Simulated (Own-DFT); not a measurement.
# Strain and stress in bcc W, 16 atoms (W16)

All numbers below are calculated, not measured. They come from Own-DFT, an in-house plane-wave density functional program, since retired, whose code no person has reviewed. Each row is one single-point run on a periodic cell that was not relaxed, without spin or spin-orbit coupling.

Settings of every run: PBE; PseudoDojo norm-conserving scalar-relativistic files; cutoff 50 hartree; 5 x 5 x 5 k mesh centred on Gamma; cold (Marzari-Vanderbilt) smearing of 0.2 eV.

Known limits: forces on such cells failed a check on a denser k mesh; stress not checked against mesh or cutoff.

Unstrained cell vectors in Å: (6.330, 0.000, 0.000); (0.000, 6.330, 0.000); (0.000, 0.000, 6.330). The unstrained cell has measured lattice constants (interpolated for alloys), not those of this functional. That, the random moves and any unrelaxed bonds set the pressure at no strain. Each run strains this cell uniformly, with the atoms carried along. Every atom was also moved at random, by a Gaussian of width 0.05 Å on each axis. Strain is the symmetric tensor, in per cent. Stress is positive in tension, and the pressure is minus a third of its trace.

```
run  e_xx (%)  e_yy (%)  e_zz (%)  e_yz (%)  e_xz (%)  e_xy (%)  s_xx (GPa)  s_yy (GPa)  s_zz (GPa)  s_yz (GPa)  s_xz (GPa)  s_xy (GPa)  P (GPa)  E (meV/atom)
  1      1.18     -0.17     -1.86     -0.39      0.03     -0.89       -5.26       -9.80      -15.93       -1.69        0.23       -2.76    10.33          20.1
  2     -0.60      0.21      1.59     -0.37      1.70      1.53       -7.07       -5.36       -0.64       -1.62        5.40        4.72     4.36          35.8
  3      1.34      0.08      1.01     -0.28      0.40      1.96        1.74       -1.82        0.60       -0.89        1.17        5.67    -0.17           0.0
  4      0.39     -0.41     -0.12      0.00     -1.92      1.57       -7.40       -9.74       -8.91        0.69       -5.98        4.89     8.68          41.6
  5      1.43     -1.01      0.96      1.97     -1.85      0.33       -0.83       -8.40       -2.54        6.14       -5.79        2.03     3.92          36.1
  6     -0.24      0.82     -1.68     -1.98      1.09     -1.48      -13.15       -9.52      -17.82       -5.60        3.16       -4.30    13.50          94.7
  7     -0.68     -0.98     -1.39      0.60     -1.49     -1.29      -17.13      -18.50      -20.21        1.75       -5.31       -4.10    18.61          64.6
  8     -1.17     -0.19     -0.21     -1.28      1.04     -0.62      -16.29      -12.08      -12.29       -4.04        3.28       -1.95    13.56          54.9
  9     -1.14     -0.59      0.79     -0.80     -1.26      1.13      -13.86      -12.02       -7.49       -2.61       -3.77        3.54    11.12          34.6
 10     -0.97     -1.61     -0.24     -0.48     -0.85      0.02      -17.54      -20.10      -15.34       -1.82       -2.85       -0.05    17.66          53.1
 11      1.91      1.98      1.56     -0.05      1.23      0.79        8.42        8.76        7.55       -0.41        3.19        1.98    -8.24          31.0
 12     -0.86      1.84      1.03      0.28     -0.75     -1.21       -6.36        2.15       -0.67        0.67       -1.94       -3.86     1.63          19.2
 13     -1.09     -0.40     -0.41      1.87     -1.29      0.03      -16.33      -14.09      -14.37        6.58       -4.33        0.90    14.93          65.4
 14      0.36     -0.80     -1.78     -1.70      1.90     -1.31      -12.20      -16.09      -19.68       -4.74        6.10       -3.90    15.99          67.0
 15      1.12     -0.31      0.22     -1.58      0.15      1.97           ?           ?           ?           ?           ?           ?        ?             ?
```

E is the free energy for each atom above the lowest run shown.

## Worked fit

Each stress component was fitted by least squares to a constant and the strains of the runs shown, as fractions, with shears doubled. Shear strains stay in the fit of a normal stress only where such slopes are resolved. The slopes, in GPa:

```
stress,at no strain,per e_xx,per e_yy,per e_zz,scatter
s_xx,-8.5,543 ± 20,189 ± 23,231 ± 19,0.78
s_yy,-8.4,229 ± 19,514 ± 21,230 ± 17,0.71
s_zz,-8.6,215 ± 15,192 ± 17,566 ± 14,0.57
```

Each shear stress against twice its own strain: yz 161 ± 10, xz 154 ± 6, xy 151 ± 9 GPa. These are stiffnesses along x, y and z of the frame in which the cell vectors are given, which need not be the crystal's axes. The atoms are held to the strained lattice; where symmetry lets them move under strain, relaxing them would lower some slopes. The table should be nearly symmetric about its diagonal, and what it lacks of that shows the noise. A ninth of its sum, 323 ± 8 GPa, estimates the bulk modulus near the mean pressure of these runs, 9.0 GPa, so it lies above the value at zero pressure.

## Withheld run

Question: what normal stresses and pressure should run 15 give?

The fit gives s_xx = -2.5, s_yy = -7.0, s_zz = -5.6 and P = 5.0 GPa. The calculation gave -2.54, -6.96, -4.91 and P = 4.81 GPa.
